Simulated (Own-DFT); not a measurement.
# Reading a pressure off an energy slope: monoclinic HfO2, 94 atoms (Hf32O62), with two O vacancies

Calculated, not measured. Each geometry was run twice at fixed positions with Own-DFT, a retired in-house plane-wave program that no person has reviewed: with PBE, and with HSE06 (exact exchange share 0.25 at short range, screening 0.11 per bohr, Gygi-Baldereschi treatment of its divergence). Both used PseudoDojo norm-conserving files made for PBE, a cutoff of 48 hartree, the Gamma point alone, fixed occupations, a neutral cell and no spin. One k point on a cell 10.1 Å thick isn't converged, and results move with the size of the cell. The hafnium file keeps the 4f electrons in the core, and its forces lie about 75 meV/Å off all-electron values. The oxygen file's force components were 24 meV/Å off all-electron values in a glass.

Unstrained cell vectors in Å: (10.234, 0.000, 0.000); (0.000, 10.350, 0.000); (-1.696, 0.000, 10.445), volume V0 = 1106.4 Å³, from measured lattice constants. Each geometry has its own random strain of a few per cent, its own defect sites and random moves of rms u per axis. HSE06 gave the energy alone. D is its energy less that of PBE, over the lowest D shown. The PBE stress wasn't checked against mesh or cutoff.

```
run  V - V0 (Å³)   u (Å)  P with PBE (GPa)  D (eV)
  1         -9.3  0.0481              6.98   0.860
  2        -15.2  0.0319              7.67   0.571
  3          9.9  0.0456              3.38   1.270
  4        -15.4  0.0294              6.91   0.596
  5         23.3  0.0480              0.42   1.615
  6        -11.6  0.0284              7.73   0.578
  7        -20.2  0.0308              8.64   0.419
  8          7.2  0.0510              3.49   1.348
  9         -1.6  0.0304              4.53   0.825
 10         55.2  0.0467             -5.51   2.430
 11        -18.4  0.0297              8.44   0.446
 12        -37.2  0.0314             12.50   0.000
 13         -8.6  0.0488              7.56   0.868
 14          2.1  0.0480              4.86       ?
```

## Working it out

D = 0.78 + 0.0243 (V - V0) + 132 u² eV, with an error of 0.0006 on the volume slope, 19 on the last term and a scatter of 0.04 eV. Pressure is -dE/dV, and 1 eV/Å³ is 160.2 GPa, so HSE06 changes the pressure by -3.9 ± 0.1 GPa. With the ions held to the strained lattice, the PBE pressure falls by 222 ± 8 GPa per unit of volume strain; the shape of the strain isn't fitted, so the true error is larger, and a relaxed crystal would be softer. On that slope HSE06's volume at a given pressure is about 1.8 % smaller, or 0.6 % in lengths. At u = 0 and V0 the PBE pressure is 4.2 GPa, which puts the zero-pressure volume, against the measured cell and with the defects in, at +1.9 % for PBE and +0.2 % for HSE06, each good to a few tenths of a per cent.

## Prediction

Question: what D should run 14 give?

From the fit: 1.14 eV, with rows scattering by 0.04. The run itself gave 1.112 eV.
